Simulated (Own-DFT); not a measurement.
# Biaxial strain at fixed height in wurtzite AlGaN with randomly placed atoms, 72 atoms (Al27Ga9N36)

Everything here is calculated. The program is Own-DFT (plane waves, in-house, since retired, never reviewed by a person); positions were held fixed, and spin and spin-orbit coupling were off.

Common settings: PBE; PseudoDojo norm-conserving scalar-relativistic files (stringent for Ga); cutoff 96 hartree; 4 x 4 x 3 k mesh centred on Gamma; Gaussian smearing of 0.01 eV.

Limits: forces on such cells passed a denser k mesh, each cell not checked; stress not checked against mesh or cutoff.

Unstrained cell vectors in Å: (9.394, 0.000, 0.000); (-4.697, 8.135, 0.000); (0.000, 0.000, 10.066). The unstrained cell has measured lattice constants (interpolated for alloys), not those of this functional. That, the random moves and any unrelaxed bonds set the pressure at no strain. Each run strains x and y alike by e, as a substrate would, and holds the height along z. Each coordinate of each atom was shifted by a normal deviate of width 0.05 Å. The random placing of the alloy's atoms differs from row to row. Stress is positive in tension.

| e (%) | u (Å) | (s_xx + s_yy)/2 (GPa) | s_zz (GPa) |
|---|---|---|---|
| -2.50 | 0.050 | -22.45 | -10.65 |
| -1.75 | 0.047 | -16.45 | -10.13 |
| -1.50 | 0.048 | ? | ? |
| 0.25 | 0.049 | -3.93 | -7.51 |
| 0.50 | 0.051 | -3.59 | -6.56 |
| 0.75 | 0.051 | -3.10 | -2.97 |
| 1.00 | 0.053 | -1.59 | -3.75 |
| 1.75 | 0.050 | 3.61 | -3.92 |
| 2.00 | 0.050 | 3.90 | -4.30 |
| 2.75 | 0.052 | 6.37 | -1.57 |

## Worked fit

With e as a fraction, the in-plane stress is -6.1 + 557 e - 3379 e² GPa (errors 16 and 1012, scatter 0.77), and s_zz is -6.6 + 174 e GPa (slope ± 26, scatter 1.26). At e = 0 the first slope is C11 + C12 and the second 2 C13, both with the ions held to the strained lattice and at the cell's own pressure. The term in e² is negative: the layer stiffens under compression and softens under tension. A free layer would change its height as e changes, and the in-plane slope would drop by 2 C13²/C33 to the biaxial modulus. At fixed height, a misfit of 1 % moves the in-plane stress by about 5.6 GPa and s_zz by 1.7 GPa.

## Check

Question: what are the two stresses at e = -1.50 %?

The fit gives -15.2 and -9.2 GPa. Computed: -16.44 and -6.85 GPa.
